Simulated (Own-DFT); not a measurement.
Simulation results for Hf36O71 (tetragonal hafnia with one neutral oxygen vacancy, atoms displaced)

Computed with Own-DFT development build. A calculation, not a measurement: plane-wave PBE and HSE06 DFT by an unreviewed code, no spin, of a simulated cell at Gamma alone, so results move with cell size and shape, stress positive in tension, energies less offsets, not probed for a lower state with spin; hafnium file: forces about 75 meV/angstrom off all-electron values; oxygen file: force components 24 meV/angstrom off all-electron in a glass; k mesh not checked against a denser one; forces and stress are PBE's, HSE06 gives the energy alone, and its difference from PBE has offsets of its own; offsets are fitted by least squares, one for each functional and potential file, so energies compare only between cells with the same atoms and settings and are not formation energies; the far tail of each file's local potential was reset to the Coulomb form; each entry is a single point on an unrelaxed cell, so the pressure reflects the starting lattice, taken from the Materials Project, from which strain is counted, and rises with the displacements; printed positions are rounded, which can move forces by about a meV/angstrom; the program is a retired in-house code; no spin-orbit coupling.

Common to all runs: first functional PBE; second functional HSE06; exact exchange share 0.25; screening 0.11 1/bohr; exchange divergence Gygi-Baldereschi; potential files PseudoDojo norm-conserving, scalar-relativistic, made for PBE, standard set; wave cutoff 48 hartree; occupations fixed; k mesh 1 x 1 x 1 centred on Gamma.

```json
{"entry": 1, "formula": "Hf36O71", "kind": "tetragonal hafnia with one neutral oxygen vacancy, atoms displaced", "structure": {"cell_angstrom": [[10.78, 0.0, 0.0], [0.0, 10.78, 0.0], [0.0, 0.0, 10.4493]], "atoms_fractional": [["Hf", 0.00086, 0.99833, 0.99375], ["Hf", 0.16561, 0.17062, 0.24602], ["O", 0.99913, 0.16944, 0.154], ["O", 0.16982, 0.00265, 0.35046], ["O", 0.99901, 0.16726, 0.40384], ["O", 0.17346, 0.99854, 0.0961], ["Hf", 0.00179, 0.00176, 0.49733], ["Hf", 0.17059, 0.17029, 0.74384], ["O", 0.00295, 0.16827, 0.6515], ["O", 0.16397, 0.00013, 0.84561], ["O", 0.99832, 0.16832, 0.90551], ["O", 0.16565, 0.0036, 0.59704], ["Hf", 0.99545, 0.33789, 0.99876], ["Hf", 0.16645, 0.49832, 0.25232], ["O", 0.0001, 0.50527, 0.15194], ["O", 0.16392, 0.33265, 0.35008], ["O", 0.99909, 0.49595, 0.40473], ["O", 0.16574, 0.33164, 0.09973], ["Hf", 2e-05, 0.33356, 0.50005], ["Hf", 0.16688, 0.50516, 0.75411], ["O", 0.99965, 0.50173, 0.6517], ["O", 0.16791, 0.33724, 0.84673], ["O", 0.00044, 0.49878, 0.90463], ["O", 0.16694, 0.3366, 0.59735], ["Hf", 0.99965, 0.67041, 0.00461], ["Hf", 0.16602, 0.82968, 0.25538], ["O", 0.99713, 0.82932, 0.15573], ["O", 0.16367, 0.66232, 0.34926], ["O", 0.16594, 0.66411, 0.09942], ["Hf", 0.99342, 0.66611, 0.50381], ["Hf", 0.16693, 0.83577, 0.74909], ["O", 0.99751, 0.83212, 0.65023], ["O", 0.16791, 0.66744, 0.84931], ["O", 0.99799, 0.83198, 0.90382], ["O", 0.16455, 0.66443, 0.59456], ["Hf", 0.33312, 0.99951, 0.00358], ["Hf", 0.49638, 0.17091, 0.24422], ["O", 0.33277, 0.16319, 0.15452], ["O", 0.4972, 0.99812, 0.34633], ["O", 0.33568, 0.16885, 0.40277], ["O", 0.50079, 0.00013, 0.0981], ["Hf", 0.3316, 0.99699, 0.49667], ["Hf", 0.49789, 0.16633, 0.74914], ["O", 0.33496, 0.16494, 0.65029], ["O", 0.50187, 0.99978, 0.8501], ["O", 0.33592, 0.16867, 0.90542], ["O", 0.49842, 0.00093, 0.60031], ["Hf", 0.32866, 0.33574, 0.00169], ["Hf", 0.49839, 0.4925, 0.25082], ["O", 0.33007, 0.50031, 0.1514], ["O", 0.50053, 0.33282, 0.3445], ["O", 0.32863, 0.50047, 0.40233], ["O", 0.49972, 0.33174, 0.09842], ["Hf", 0.33568, 0.32981, 0.50312], ["Hf", 0.49982, 0.49848, 0.7506], ["O", 0.33412, 0.50118, 0.65392], ["O", 0.50241, 0.33139, 0.84505], ["O", 0.337, 0.4971, 0.90627], ["O", 0.49704, 0.33283, 0.60031], ["Hf", 0.33956, 0.66829, 0.0001], ["Hf", 0.49805, 0.83276, 0.25032], ["O", 0.33558, 0.83728, 0.14808], ["O", 0.49943, 0.6666, 0.34775], ["O", 0.3302, 0.83412, 0.40323], ["O", 0.49816, 0.66561, 0.09669], ["Hf", 0.33334, 0.66591, 0.49916], ["Hf", 0.49916, 0.83265, 0.74806], ["O", 0.33531, 0.83104, 0.65437], ["O", 0.49596, 0.66932, 0.84748], ["O", 0.33169, 0.83393, 0.89936], ["O", 0.50062, 0.66729, 0.59779], ["Hf", 0.66773, 0.99629, 0.99851], ["Hf", 0.83012, 0.16227, 0.2474], ["O", 0.66831, 0.16399, 0.15389], ["O", 0.83361, 0.99804, 0.34565], ["O", 0.67014, 0.16946, 0.40583], ["O", 0.82886, 0.00094, 0.0942], ["Hf", 0.66437, 0.00056, 0.49897], ["Hf", 0.83212, 0.16662, 0.74692], ["O", 0.6694, 0.16464, 0.65257], ["O", 0.8388, 0.00111, 0.8471], ["O", 0.6622, 0.16938, 0.90105], ["O", 0.83383, 0.9983, 0.59578], ["Hf", 0.65982, 0.32859, 0.99595], ["Hf", 0.83454, 0.50187, 0.25367], ["O", 0.66459, 0.49777, 0.1546], ["O", 0.83144, 0.3353, 0.34737], ["O", 0.66569, 0.49999, 0.40329], ["O", 0.83001, 0.33412, 0.09449], ["Hf", 0.67268, 0.33487, 0.50467], ["Hf", 0.83553, 0.49771, 0.74971], ["O", 0.67002, 0.49541, 0.6519], ["O", 0.83077, 0.33356, 0.84574], ["O", 0.66763, 0.49842, 0.90228], ["O", 0.83123, 0.33049, 0.60326], ["Hf", 0.66081, 0.67048, 0.00407], ["Hf", 0.83132, 0.82661, 0.25509], ["O", 0.66451, 0.83339, 0.15561], ["O", 0.83654, 0.6663, 0.34672], ["O", 0.66856, 0.82873, 0.39688], ["O", 0.8361, 0.66552, 0.09764], ["Hf", 0.67145, 0.66203, 0.49693], ["Hf", 0.83127, 0.83315, 0.7499], ["O", 0.66998, 0.83474, 0.65549], ["O", 0.82997, 0.66824, 0.84805], ["O", 0.67045, 0.83604, 0.90321], ["O", 0.83357, 0.66812, 0.59864]]}, "results": {"PBE_energy_of_cell_above_offsets [eV]": "-101.286", "HSE06_less_PBE_above_offsets [eV]": "-0.170", "PBE_pressure [GPa]": 1.04, "PBE_stress_xx [GPa]": -0.7, "PBE_stress_yy [GPa]": -0.68, "PBE_stress_zz [GPa]": -1.73, "PBE_stress_yz [GPa]": 0.14, "PBE_stress_xz [GPa]": -0.23, "PBE_stress_xy [GPa]": -0.04, "force_element": ["Hf", "Hf", "O", "O", "O", "O", "Hf", "Hf", "O", "O", "O", "O", "Hf", "Hf", "O", "O", "O", "O", "Hf", "Hf", "O", "O", "O", "O", "Hf", "Hf", "O", "O", "O", "Hf", "Hf", "O", "O", "O", "O", "Hf", "Hf", "O", "O", "O", "O", "Hf", "Hf", "O", "O", "O", "O", "Hf", "Hf", "O", "O", "O", "O", "Hf", "Hf", "O", "O", "O", "O", "Hf", "Hf", "O", "O", "O", "O", "Hf", "Hf", "O", "O", "O", "O", "Hf", "Hf", "O", "O", "O", "O", "Hf", "Hf", "O", "O", "O", "O", "Hf", "Hf", "O", "O", "O", "O", "Hf", "Hf", "O", "O", "O", "O", "Hf", "Hf", "O", "O", "O", "O", "Hf", "Hf", "O", "O", "O", "O"], "force_x [eV/angstrom]": [-0.165, -0.544, 0.008, -0.516, -0.073, -1.956, -0.504, -0.804, -0.377, -0.052, 0.194, 0.387, -0.23, -0.201, -0.158, 0.081, -0.352, -0.146, 0.222, -0.092, 0.009, 0.214, -0.074, 0.273, 0.27, -0.059, 0.655, -0.198, 0.701, 1.657, -0.078, 0.585, -0.032, 0.303, 0.145, 0.823, 0.725, -0.118, 0.24, 0.076, 0.145, 0.201, 0.724, -0.346, -0.092, -0.204, 0.182, -0.023, 0.057, 0.643, -0.164, 0.407, -0.747, -0.695, 0.332, -0.069, -0.119, 0.11, 0.918, -1.706, 0.199, -0.285, -0.255, -0.077, 0.27, -0.014, 0.263, -0.724, 0.333, 0.029, 0.597, -0.637, 0.564, -0.942, 0.296, -0.16, 1.217, 0.38, 0.817, -0.911, -0.253, 0.363, -0.021, 1.287, -0.098, 0.04, -0.042, 0.167, 0.107, -0.685, -0.349, -0.495, 0.305, -0.551, 0.916, 1.674, -0.009, -0.001, 0.263, 0.0, -1.456, -1.417, 0.494, -0.924, 0.202, -0.244, -0.622], "force_y [eV/angstrom]": [0.892, -0.324, -0.41, -0.471, -0.025, 0.059, -0.485, -0.009, 0.056, 0.383, 0.104, -0.398, -1.036, 0.117, -0.556, -0.176, 0.865, 0.007, -0.535, -0.339, -0.134, -0.477, 0.929, -0.403, -0.747, 0.242, 0.355, 0.95, 0.508, 0.334, -0.405, -0.036, 0.315, 0.153, 0.212, -0.164, -1.163, 0.374, 0.438, -0.354, 0.148, 0.907, -0.58, 0.258, -0.158, -0.109, -0.185, -0.418, 1.315, -0.304, -0.126, -0.531, -0.118, 0.667, 0.136, 0.162, 0.453, 0.729, 0.037, 0.147, 0.216, -0.615, -0.45, -0.722, 0.073, -0.407, 0.611, 0.193, -0.439, 0.11, -0.101, 1.139, 0.627, 0.31, -0.339, -0.534, -0.035, -0.122, -0.036, -0.004, -0.047, -1.242, 0.305, 1.113, -1.306, 0.502, -0.307, -0.137, 0.037, -0.411, 0.476, 0.269, -0.226, 0.648, 0.151, -0.977, 1.588, -0.438, -0.484, 0.347, 0.168, 0.905, 0.087, 0.012, -0.461, -0.851, -0.27], "force_z [eV/angstrom]": [0.728, 0.563, 0.044, -0.46, -0.073, 0.274, 0.039, 0.986, 0.195, -0.144, -0.207, 0.073, 0.495, -0.289, 0.501, -0.242, -0.142, -0.056, 0.113, -0.717, 0.283, 0.047, -0.525, 0.049, -0.163, -0.708, 0.605, -0.083, -0.124, -0.462, 0.075, -0.102, -0.203, -0.267, 0.243, -0.763, 0.669, -0.355, 0.262, 0.003, -0.052, 0.17, 0.531, -0.038, -0.591, -0.337, -0.528, -0.233, -0.284, 0.277, 0.646, 0.155, 0.135, -0.408, -0.011, 0.253, 0.18, -0.443, -0.296, -0.278, 0.086, 0.59, -0.216, -0.381, 0.444, 0.366, 0.228, -0.586, 0.308, 0.283, -0.242, 0.211, 0.209, -0.199, 0.117, -0.027, 0.144, 0.038, 0.566, -0.145, -0.181, -0.128, -0.309, 0.296, -1.475, 0.33, 0.23, -0.044, 0.018, -0.396, 1.009, -0.124, 0.054, 0.32, -0.504, -0.723, -0.982, -0.677, 1.217, 0.958, 0.309, 0.615, 0.334, -0.544, -0.316, 0.003, -0.091]}}
{"entry": 2, "formula": "Hf36O71", "kind": "tetragonal hafnia with one neutral oxygen vacancy, atoms displaced", "structure": {"cell_angstrom": [[10.78, 0.0, 0.0], [0.0, 10.78, 0.0], [0.0, 0.0, 10.4493]], "atoms_fractional": [["Hf", 0.99558, 0.00126, 0.99532], ["Hf", 0.16542, 0.1686, 0.2521], ["O", 0.99481, 0.16963, 0.1393], ["O", 0.16617, 0.99816, 0.3511], ["O", 0.00626, 0.15894, 0.40655], ["O", 0.16194, 0.00067, 0.1037], ["Hf", 0.99878, 0.00417, 0.49892], ["Hf", 0.16366, 0.16318, 0.75001], ["O", 0.99893, 0.1574, 0.65904], ["O", 0.16503, 0.99712, 0.84286], ["O", 0.0016, 0.17026, 0.902], ["O", 0.1731, 0.01577, 0.60224], ["Hf", 0.00031, 0.33698, 0.00132], ["Hf", 0.1657, 0.5012, 0.25273], ["O", 0.99135, 0.4956, 0.15081], ["O", 0.17654, 0.32897, 0.34637], ["O", 0.98984, 0.4869, 0.4043], ["O", 0.16822, 0.33072, 0.08376], ["Hf", 0.00124, 0.33027, 0.49918], ["Hf", 0.17416, 0.49873, 0.75229], ["O", 0.00086, 0.50364, 0.65768], ["O", 0.16526, 0.3332, 0.84594], ["O", 0.00856, 0.50351, 0.90902], ["O", 0.15787, 0.34149, 0.59787], ["Hf", 0.99717, 0.66798, 0.00208], ["Hf", 0.16023, 0.83275, 0.24998], ["O", 0.99889, 0.83187, 0.15568], ["O", 0.16942, 0.67187, 0.35284], ["O", 0.9953, 0.83225, 0.40091], ["O", 0.16592, 0.6722, 0.09517], ["Hf", 0.99618, 0.67135, 0.49369], ["Hf", 0.17897, 0.8397, 0.75193], ["O", 0.98972, 0.83949, 0.65341], ["O", 0.17395, 0.65995, 0.84582], ["O", 0.99745, 0.83162, 0.90754], ["Hf", 0.33776, 0.01113, 0.00417], ["Hf", 0.49711, 0.16804, 0.24987], ["O", 0.326, 0.17158, 0.14721], ["O", 0.50339, 0.98934, 0.34905], ["O", 0.33576, 0.16451, 0.40453], ["O", 0.5052, 0.99638, 0.10053], ["Hf", 0.32432, 0.00456, 0.49896], ["Hf", 0.50425, 0.1625, 0.75733], ["O", 0.3367, 0.16873, 0.65122], ["O", 0.49929, 0.00969, 0.84288], ["O", 0.33855, 0.16863, 0.8956], ["O", 0.49998, 0.99239, 0.60239], ["Hf", 0.33033, 0.33879, 0.98803], ["Hf", 0.49867, 0.50313, 0.2455], ["O", 0.32944, 0.50022, 0.15704], ["O", 0.50449, 0.3366, 0.34384], ["O", 0.33218, 0.50814, 0.40315], ["O", 0.49648, 0.33053, 0.09278], ["Hf", 0.33016, 0.34156, 0.5046], ["Hf", 0.49119, 0.49455, 0.7456], ["O", 0.33419, 0.50028, 0.64696], ["O", 0.49979, 0.33374, 0.84614], ["O", 0.34131, 0.49866, 0.90124], ["O", 0.49661, 0.33031, 0.59528], ["Hf", 0.33567, 0.66399, 0.00653], ["Hf", 0.4982, 0.8298, 0.24698], ["O", 0.33758, 0.83263, 0.15947], ["O", 0.50839, 0.65673, 0.3523], ["O", 0.33971, 0.83352, 0.39593], ["O", 0.50234, 0.66694, 0.09532], ["Hf", 0.33391, 0.66587, 0.49998], ["Hf", 0.49858, 0.83549, 0.74902], ["O", 0.32873, 0.83488, 0.64509], ["O", 0.50893, 0.6664, 0.84779], ["O", 0.33809, 0.82946, 0.9034], ["O", 0.50385, 0.66063, 0.60031], ["Hf", 0.66885, 0.00507, 0.99884], ["Hf", 0.83088, 0.16752, 0.25443], ["O", 0.66815, 0.16329, 0.14954], ["O", 0.82545, 0.0051, 0.35033], ["O", 0.66317, 0.1741, 0.40218], ["O", 0.83917, 0.00237, 0.0937], ["Hf", 0.67039, 0.99792, 0.50192], ["Hf", 0.83248, 0.16592, 0.74819], ["O", 0.66516, 0.16142, 0.6574], ["O", 0.82873, 0.00562, 0.8506], ["O", 0.65954, 0.17016, 0.89998], ["O", 0.83184, 0.98792, 0.59475], ["Hf", 0.66745, 0.32817, 0.99868], ["Hf", 0.84148, 0.49638, 0.24137], ["O", 0.66592, 0.5037, 0.15344], ["O", 0.83825, 0.33632, 0.33827], ["O", 0.66678, 0.50365, 0.40432], ["O", 0.83096, 0.33948, 0.09244], ["Hf", 0.66724, 0.33889, 0.51023], ["Hf", 0.82871, 0.4999, 0.74829], ["O", 0.6706, 0.50123, 0.65781], ["O", 0.83165, 0.33627, 0.84631], ["O", 0.66381, 0.50185, 0.90918], ["O", 0.83308, 0.33071, 0.59913], ["Hf", 0.66507, 0.66572, 0.99342], ["Hf", 0.83148, 0.83684, 0.24959], ["O", 0.66173, 0.83475, 0.15416], ["O", 0.83091, 0.6703, 0.34845], ["O", 0.67156, 0.83769, 0.40366], ["O", 0.83846, 0.65654, 0.09559], ["Hf", 0.67198, 0.65952, 0.49939], ["Hf", 0.83031, 0.8295, 0.75291], ["O", 0.66605, 0.82948, 0.64781], ["O", 0.83991, 0.67186, 0.85106], ["O", 0.66784, 0.83422, 0.90168], ["O", 0.83063, 0.66263, 0.60171]]}, "results": {"PBE_energy_of_cell_above_offsets [eV]": "-96.960", "HSE06_less_PBE_above_offsets [eV]": "0.039", "PBE_pressure [GPa]": 2.59, "PBE_stress_xx [GPa]": -2.33, "PBE_stress_yy [GPa]": -2.36, "PBE_stress_zz [GPa]": -3.08, "PBE_stress_yz [GPa]": 0.68, "PBE_stress_xz [GPa]": 0.34, "PBE_stress_xy [GPa]": 0.07, "force_element": ["Hf", "Hf", "O", "O", "O", "O", "Hf", "Hf", "O", "O", "O", "O", "Hf", "Hf", "O", "O", "O", "O", "Hf", "Hf", "O", "O", "O", "O", "Hf", "Hf", "O", "O", "O", "O", "Hf", "Hf", "O", "O", "O", "Hf", "Hf", "O", "O", "O", "O", "Hf", "Hf", "O", "O", "O", "O", "Hf", "Hf", "O", "O", "O", "O", "Hf", "Hf", "O", "O", "O", "O", "Hf", "Hf", "O", "O", "O", "O", "Hf", "Hf", "O", "O", "O", "O", "Hf", "Hf", "O", "O", "O", "O", "Hf", "Hf", "O", "O", "O", "O", "Hf", "Hf", "O", "O", "O", "O", "Hf", "Hf", "O", "O", "O", "O", "Hf", "Hf", "O", "O", "O", "O", "Hf", "Hf", "O", "O", "O", "O"], "force_x [eV/angstrom]": [1.11, -0.35, 0.528, -0.052, -0.264, 0.815, 0.011, 1.01, -0.511, 0.293, 0.048, -1.991, -0.515, 0.078, 4.532, -0.537, 1.181, -0.269, -1.038, -2.787, 0.095, 0.743, -0.233, 1.426, 0.159, 1.491, -0.532, -0.96, 0.259, 0.209, -0.083, -2.077, 2.587, 0.381, 0.253, -0.636, 0.479, 0.938, -0.041, 0.031, -1.307, 2.89, -1.164, -0.664, -0.099, -0.631, -0.376, 0.802, 1.619, -0.505, -0.829, -0.61, 0.068, 0.254, 2.292, -0.655, -0.02, -0.098, 0.602, -0.306, 0.602, -1.762, -0.518, -0.57, -0.691, 0.26, 0.858, 0.716, -0.589, -0.152, -1.019, 0.433, -0.339, -0.036, 0.885, 0.36, -1.491, -1.944, -0.001, 0.811, 0.13, 0.459, 0.532, -0.533, -3.904, -0.156, -0.1, 0.515, -0.078, -0.912, 2.0, -1.662, -0.09, 0.508, 0.725, 0.472, -1.248, 1.943, 0.696, 0.335, -1.241, -0.995, -0.273, -0.158, -0.614, -0.249, 1.037], "force_y [eV/angstrom]": [0.383, -1.547, 0.356, 0.22, 2.275, -0.115, -2.517, 0.426, 0.198, 1.175, -0.405, -0.865, -0.479, 0.277, -0.052, 1.36, 2.391, 0.635, 0.351, 0.568, 0.168, -0.153, -0.397, -0.685, 0.056, 0.694, -0.076, -1.517, 1.128, -0.553, -0.992, -2.558, -0.631, 1.616, 0.671, -1.034, -0.308, -0.952, 2.327, 1.144, 0.834, -1.232, 2.033, 0.509, -3.542, -0.29, 0.266, -1.929, -0.637, 0.289, -0.032, -1.602, -0.138, -1.369, 1.432, -0.2, 0.199, 1.17, 0.994, 1.062, -0.041, -0.152, 1.541, -0.557, -0.303, 2.022, -0.275, -0.581, -0.265, 1.139, 0.115, -0.889, 0.362, 0.173, -0.147, -0.242, -0.495, -0.183, 0.494, 0.37, -0.471, -0.672, 1.362, 1.884, 1.217, -0.242, -1.708, -2.253, -0.245, -0.292, 0.935, -0.856, -0.74, -1.03, -0.184, -0.052, -0.479, -0.088, -0.635, -1.286, 0.843, 2.221, 0.763, 0.169, -1.595, 0.895, 0.048], "force_z [eV/angstrom]": [0.236, -1.504, 2.341, 0.086, -1.173, -0.929, 1.726, 0.005, -1.176, 1.316, -0.569, -0.13, -0.859, -0.026, -0.287, 0.024, -0.579, 1.711, 0.663, -0.411, -0.06, -0.322, -0.297, -0.147, -0.931, -0.264, -0.129, -0.337, -0.108, 0.909, 1.799, -0.183, -0.088, -0.607, -0.344, 0.427, 0.899, 0.438, -0.669, -0.781, -0.876, -0.396, -2.567, 0.301, 2.253, 0.774, -0.441, 1.347, 0.549, -0.777, -0.062, -0.331, -0.003, -0.769, 0.983, -0.161, -0.258, -0.74, 0.262, -0.827, 2.135, -1.481, -0.751, 1.319, 0.381, 0.017, -0.744, 0.466, -0.453, -0.022, -0.111, 0.373, -1.183, 0.136, -0.357, 0.458, 0.778, -0.558, 0.659, -0.642, -0.301, 0.155, 0.266, 0.562, 1.417, 0.187, 0.935, 0.475, 0.297, -2.094, 1.066, -0.736, -0.129, -0.834, -0.197, 0.985, 0.486, -0.66, -0.393, -0.004, 0.363, -0.254, -0.675, 1.16, -0.129, -0.045, -0.248]}}
```
